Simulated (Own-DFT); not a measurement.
# Computed records: AlN (wurtzite, atoms displaced)

All values are calculated (Own-DFT development build). A calculation, not a measurement: plane-wave PBE density functional theory by an unreviewed code, no spin, of a simulated periodic cell, stress positive in tension, free energy of the whole cell less one offset for each atom, forces on such cells passed a denser k mesh, this cell's mesh not checked; offsets are fitted by least squares, one for each functional and potential file, so energies compare only between cells with the same atoms and settings and are not formation energies; the far tail of each file's local potential was reset to the Coulomb form; each entry is a single point on an unrelaxed cell, so the pressure reflects the starting lattice, mostly measured values (interpolated for alloys), from which strain is counted, and rises with the displacements; printed positions are rounded, which can move forces by about a meV/angstrom; the program, named Own-DFT, is a retired in-house code; no spin-orbit coupling.

```cif
# cell vector a (Å): 12.4480 0.0000 0.0000
# cell vector b (Å): -6.2240 10.7803 0.0000
# cell vector c (Å): 0.0000 0.0000 9.9640
data_AlN
_symmetry_space_group_name_H-M 'P 1'
_symmetry_Int_Tables_number 1
_cell_length_a 12.4480
_cell_length_b 12.4480
_cell_length_c 9.9640
_cell_angle_alpha 90.000
_cell_angle_beta 90.000
_cell_angle_gamma 120.000
_cell_volume 1337.10
loop_
_atom_site_label
_atom_site_type_symbol
_atom_site_fract_x
_atom_site_fract_y
_atom_site_fract_z
_atom_site_occupancy
Al1 Al 0.08312 0.16196 0.00389 1
Al2 Al 0.16783 0.08670 0.24060 1
N1 N 0.07853 0.17617 0.20200 1
N2 N 0.17108 0.08275 0.44454 1
Al3 Al 0.10015 0.16990 0.49208 1
Al4 Al 0.16496 0.07647 0.75200 1
N3 N 0.08380 0.17129 0.67675 1
N4 N 0.17403 0.08450 0.93827 1
Al5 Al 0.08114 0.40391 0.00846 1
Al6 Al 0.16836 0.34088 0.24212 1
N5 N 0.09053 0.42397 0.19528 1
N6 N 0.16087 0.32657 0.44534 1
Al7 Al 0.07829 0.41559 0.49687 1
Al8 Al 0.16470 0.36201 0.74005 1
N7 N 0.09691 0.43933 0.69717 1
N8 N 0.16589 0.34455 0.93357 1
Al9 Al 0.07753 0.65755 0.99413 1
Al10 Al 0.16630 0.58598 0.24816 1
N9 N 0.07499 0.66314 0.17881 1
N10 N 0.17615 0.57530 0.43947 1
Al11 Al 0.08862 0.66096 0.51060 1
Al12 Al 0.17063 0.58669 0.74276 1
N11 N 0.07861 0.66377 0.70152 1
N12 N 0.18050 0.59324 0.93980 1
Al13 Al 0.07353 0.91391 0.99706 1
Al14 Al 0.17167 0.82521 0.24699 1
N13 N 0.06900 0.90706 0.19362 1
N14 N 0.17965 0.83911 0.43722 1
Al15 Al 0.06696 0.91459 0.48777 1
Al16 Al 0.16818 0.82810 0.74116 1
N15 N 0.06815 0.92383 0.66455 1
N16 N 0.14892 0.82447 0.94126 1
Al17 Al 0.32913 0.15187 0.98589 1
Al18 Al 0.41175 0.06863 0.23642 1
N17 N 0.32969 0.17833 0.20119 1
N18 N 0.39590 0.07666 0.44159 1
Al19 Al 0.33662 0.16940 0.48493 1
Al20 Al 0.40642 0.07317 0.72887 1
N19 N 0.33783 0.15705 0.70470 1
N20 N 0.40064 0.07414 0.93711 1
Al21 Al 0.35022 0.42226 0.98718 1
Al22 Al 0.43156 0.34463 0.24790 1
N21 N 0.34851 0.42304 0.19524 1
N22 N 0.42393 0.33510 0.43548 1
Al23 Al 0.34012 0.42605 0.50950 1
Al24 Al 0.41929 0.31717 0.75275 1
N23 N 0.32397 0.42113 0.71051 1
N24 N 0.39949 0.31761 0.94216 1
Al25 Al 0.31910 0.65215 0.99404 1
Al26 Al 0.41743 0.59351 0.25470 1
N25 N 0.34678 0.67284 0.19584 1
N26 N 0.40036 0.58247 0.43803 1
Al27 Al 0.32812 0.67177 0.49410 1
Al28 Al 0.41775 0.57762 0.74293 1
N27 N 0.33624 0.67105 0.69008 1
N28 N 0.42534 0.57881 0.93996 1
Al29 Al 0.33164 0.93052 0.00398 1
Al30 Al 0.40751 0.83023 0.26742 1
N29 N 0.34166 0.91265 0.19376 1
N30 N 0.42487 0.81911 0.43206 1
Al31 Al 0.32165 0.90056 0.49945 1
Al32 Al 0.39751 0.82269 0.74551 1
N31 N 0.32140 0.91986 0.70030 1
N32 N 0.40276 0.82869 0.93471 1
Al33 Al 0.57640 0.15681 0.99231 1
Al34 Al 0.66665 0.08388 0.26539 1
N33 N 0.59169 0.17243 0.19211 1
N34 N 0.66991 0.08922 0.47216 1
Al35 Al 0.57197 0.16406 0.50142 1
Al36 Al 0.65539 0.08638 0.74532 1
N35 N 0.58901 0.17125 0.69663 1
N36 N 0.66085 0.08815 0.93632 1
Al37 Al 0.57608 0.42062 0.99513 1
Al38 Al 0.66008 0.33321 0.23933 1
N37 N 0.59613 0.40777 0.20370 1
N38 N 0.67394 0.33029 0.44656 1
Al39 Al 0.59536 0.41571 0.50741 1
Al40 Al 0.65451 0.33330 0.75318 1
N39 N 0.57304 0.41012 0.68479 1
N40 N 0.67851 0.33632 0.92425 1
Al41 Al 0.58492 0.65932 0.99796 1
Al42 Al 0.67073 0.57946 0.23552 1
N41 N 0.57953 0.65719 0.18692 1
N42 N 0.66064 0.56329 0.45345 1
Al43 Al 0.57371 0.65884 0.49904 1
Al44 Al 0.66595 0.58001 0.75038 1
N43 N 0.58098 0.66111 0.68752 1
N44 N 0.65515 0.57775 0.93678 1
Al45 Al 0.59704 0.92324 0.99161 1
Al46 Al 0.68002 0.84353 0.25589 1
N45 N 0.58526 0.92016 0.21008 1
N46 N 0.65736 0.82434 0.42583 1
Al47 Al 0.58606 0.91430 0.46898 1
Al48 Al 0.66219 0.83237 0.76127 1
N47 N 0.58183 0.92046 0.68799 1
N48 N 0.65880 0.82167 0.95255 1
Al49 Al 0.81436 0.16779 0.01676 1
Al50 Al 0.90142 0.06802 0.24159 1
N49 N 0.84451 0.16786 0.20636 1
N50 N 0.92082 0.08321 0.44311 1
Al51 Al 0.83286 0.16828 0.50001 1
Al52 Al 0.92359 0.09524 0.75021 1
N51 N 0.83158 0.17674 0.70759 1
N52 N 0.92101 0.07972 0.95290 1
Al53 Al 0.84054 0.41433 0.00755 1
Al54 Al 0.92266 0.32725 0.25822 1
N53 N 0.84406 0.43215 0.20002 1
N54 N 0.91838 0.34464 0.42605 1
Al55 Al 0.83789 0.42939 0.48710 1
Al56 Al 0.91436 0.31892 0.75706 1
N55 N 0.84583 0.42046 0.70366 1
N56 N 0.93429 0.32878 0.94195 1
Al57 Al 0.83647 0.67595 0.01775 1
Al58 Al 0.92297 0.58594 0.24467 1
N57 N 0.82210 0.66851 0.20187 1
N58 N 0.90838 0.58075 0.44659 1
Al59 Al 0.81511 0.67643 0.49882 1
Al60 Al 0.93229 0.58369 0.74383 1
N59 N 0.84373 0.66288 0.68376 1
N60 N 0.91675 0.57161 0.95643 1
Al61 Al 0.81391 0.90742 0.98550 1
Al62 Al 0.91114 0.82581 0.23227 1
N61 N 0.83325 0.89501 0.19581 1
N62 N 0.91721 0.82812 0.44413 1
Al63 Al 0.83704 0.92524 0.48822 1
Al64 Al 0.90939 0.81734 0.75780 1
N63 N 0.85472 0.90827 0.68612 1
N64 N 0.90916 0.84416 0.93664 1
_calc_functional 'PBE'
_calc_potential_files 'PseudoDojo norm-conserving, scalar-relativistic, standard set'
_calc_wave_cutoff 42  # hartree
_calc_occupations 'Fermi-Dirac'
_calc_smearing_width 0.1  # eV
_calc_hardware 'one NVIDIA H100'
_calc_k_mesh '2 x 2 x 2 centred on Gamma'
_calc_free_energy_of_cell_above_offsets '-21.805'  # eV
_calc_pressure 11.98  # GPa
_calc_stress_xx -13.01  # GPa
_calc_stress_yy -17.5  # GPa
_calc_stress_zz -5.44  # GPa
_calc_stress_yz -0.11  # GPa
_calc_stress_xz -1.43  # GPa
_calc_stress_xy 0.13  # GPa
_calc_wall_time 390.9  # s
```

Force:
| element | x (eV/Å) | y (eV/Å) | z (eV/Å) |
| --- | --- | --- | --- |
| Al | 0.109 | 2.251 | -0.13 |
| Al | -1.45 | -0.4 | 1.803 |
| N | 1.069 | -2.502 | -1.862 |
| N | 0.085 | -0.84 | -2.272 |
| Al | -2.61 | -0.865 | 0.989 |
| Al | -1.478 | 0.783 | -2.152 |
| N | 0.248 | 0.878 | 2.458 |
| N | -3.093 | -2.055 | 0.58 |
| Al | 0.692 | 3.432 | 0.518 |
| Al | 2.824 | -0.067 | 1.941 |
| N | -1.141 | -0.5 | -0.633 |
| N | 0.352 | 3.195 | -0.916 |
| Al | 1.28 | -0.88 | 0.598 |
| Al | 5.03 | -6.558 | 2.809 |
| N | -5.685 | -3.32 | -4.315 |
| N | 3.271 | -2.164 | 0.453 |
| Al | 1.543 | 1.163 | -0.241 |
| Al | 0.848 | 0.355 | -0.294 |
| N | 2.968 | 1.45 | 1.785 |
| N | -4.1 | 1.218 | -0.462 |
| Al | -2.196 | -0.008 | -1.955 |
| Al | 0.145 | 3.496 | 3.168 |
| N | 5.58 | 3.103 | -2.812 |
| N | -7.131 | -4.424 | -2.171 |
| Al | 0.604 | 0.381 | 0.282 |
| Al | -2.197 | 0.593 | -0.11 |
| N | 3.55 | 1.994 | -1.167 |
| N | -4.18 | -4.232 | -1.288 |
| Al | 4.234 | 1.975 | 0.358 |
| Al | -4.864 | 0.48 | 2.058 |
| N | 3.074 | -1.552 | 4.721 |
| N | 0.976 | 1.376 | -0.49 |
| Al | -2.292 | 3.909 | 3.171 |
| Al | -1.278 | 4.913 | 2.596 |
| N | 3.081 | -2.251 | -2.396 |
| N | 5.898 | -2.146 | -0.879 |
| Al | -2.512 | 1.238 | 1.352 |
| Al | 3.986 | 2.254 | 2.518 |
| N | -4.168 | 2.061 | -2.498 |
| N | 4.623 | 2.027 | -1.311 |
| Al | -4.177 | -1.581 | 2.073 |
| Al | -1.374 | -1.115 | 0.938 |
| N | -1.971 | 0.339 | -1.367 |
| N | -0.344 | 0.775 | 1.966 |
| Al | -0.714 | -2.396 | -0.82 |
| Al | -3.176 | 1.253 | 0.154 |
| N | 3.517 | -1.786 | -3.249 |
| N | 3.835 | 0.89 | -0.75 |
| Al | 7.497 | 4.849 | 2.86 |
| Al | 2.867 | -2.698 | -0.643 |
| N | -4.424 | 0.33 | -1.787 |
| N | 2.895 | 0.311 | 1.453 |
| Al | 2.527 | -2.234 | 2.365 |
| Al | -0.619 | 2.615 | 1.919 |
| N | -0.225 | -1.896 | -1.73 |
| N | -1.821 | 2.123 | -1.35 |
| Al | 1.105 | -6.98 | -0.643 |
| Al | 2.808 | -0.748 | -5.766 |
| N | -2.533 | -0.669 | -1.415 |
| N | -3.143 | 3.084 | 4.049 |
| Al | 3.422 | 4.178 | 1.644 |
| Al | 2.294 | 3.563 | 1.965 |
| N | 3.409 | -3.591 | -3.461 |
| N | 1.218 | 1.055 | 1.087 |
| Al | -2.26 | 2.624 | 0.616 |
| Al | 0.14 | 1.34 | 0.035 |
| N | -0.585 | -2.562 | -0.939 |
| N | -1.39 | -1.577 | -3.709 |
| Al | 0.588 | 0.788 | 0.263 |
| Al | 3.716 | -1.674 | -0.155 |
| N | -4.608 | -0.152 | -1.483 |
| N | 2.141 | -1.733 | 0.425 |
| Al | 1.924 | -2.914 | 0.691 |
| Al | 10.29 | -3.692 | 4.402 |
| N | -9.598 | 6.488 | -5.197 |
| N | -1.542 | -0.829 | -0.948 |
| Al | -1.168 | -3.675 | -1.423 |
| Al | 3.468 | 0.752 | -2.527 |
| N | 0.693 | 0.97 | 2.377 |
| N | -1.843 | -1.002 | 5.044 |
| Al | -2.722 | 0.239 | 2.031 |
| Al | -4.106 | -2.146 | 3.222 |
| N | 0.902 | 1.283 | 0.755 |
| N | -2.489 | 5.186 | -2.762 |
| Al | 0.327 | -0.157 | -0.781 |
| Al | 0.917 | 0.169 | -1.401 |
| N | 0.362 | 1.055 | 0.373 |
| N | 3.191 | 0.683 | 0.141 |
| Al | -4.287 | -1.639 | 1.169 |
| Al | -1.542 | -3.376 | -3.33 |
| N | 0.527 | 0.507 | -1.245 |
| N | 2.161 | -0.052 | 3.762 |
| Al | 0.231 | 0.931 | 3.751 |
| Al | 0.416 | 0.076 | -3.121 |
| N | -0.017 | -1.233 | 0.378 |
| N | -1.792 | 0.56 | -1.868 |
| Al | 3.811 | 0.819 | -1.317 |
| Al | 4.063 | 0.553 | 1.307 |
| N | -4.26 | -0.833 | -1.708 |
| N | -1.47 | 1.13 | -1.283 |
| Al | 1.788 | 1.543 | 1.112 |
| Al | 0.977 | -1.836 | 0.029 |
| N | 0.778 | -6.761 | -3.549 |
| N | -2.917 | -0.727 | -0.764 |
| Al | -0.239 | -0.857 | -0.598 |
| Al | -0.698 | 2.554 | -3.195 |
| N | -0.107 | -5.493 | -1.708 |
| N | 0.673 | -1.388 | 5.02 |
| Al | 0.664 | -3.971 | 2.715 |
| Al | -0.749 | 8.149 | 1.258 |
| N | -0.938 | -1.492 | -1.75 |
| N | -4.903 | -1.59 | 1.181 |
| Al | 0.716 | -1.782 | -3.003 |
| Al | -2.144 | 1.266 | 2.725 |
| N | 4.517 | -0.796 | -2.186 |
| N | 1.387 | 5.091 | -1.868 |
| Al | 3.835 | -1.838 | 0.949 |
| Al | -6.349 | -3.555 | 2.448 |
| N | -1.992 | -1.117 | 1.753 |
| N | -2.351 | 2.664 | -1.928 |
| Al | 3.802 | 3.342 | 2.015 |
| Al | 3.305 | -0.45 | 4.985 |
| N | -5.888 | 5.321 | -2.677 |
| N | -4.143 | -0.096 | -3.734 |
| Al | 0.944 | -2.84 | 2.443 |
| Al | 1.986 | 1.1 | -1.992 |
| N | -6.667 | 2.211 | -0.24 |
| N | 1.956 | -2.987 | 1.716 |
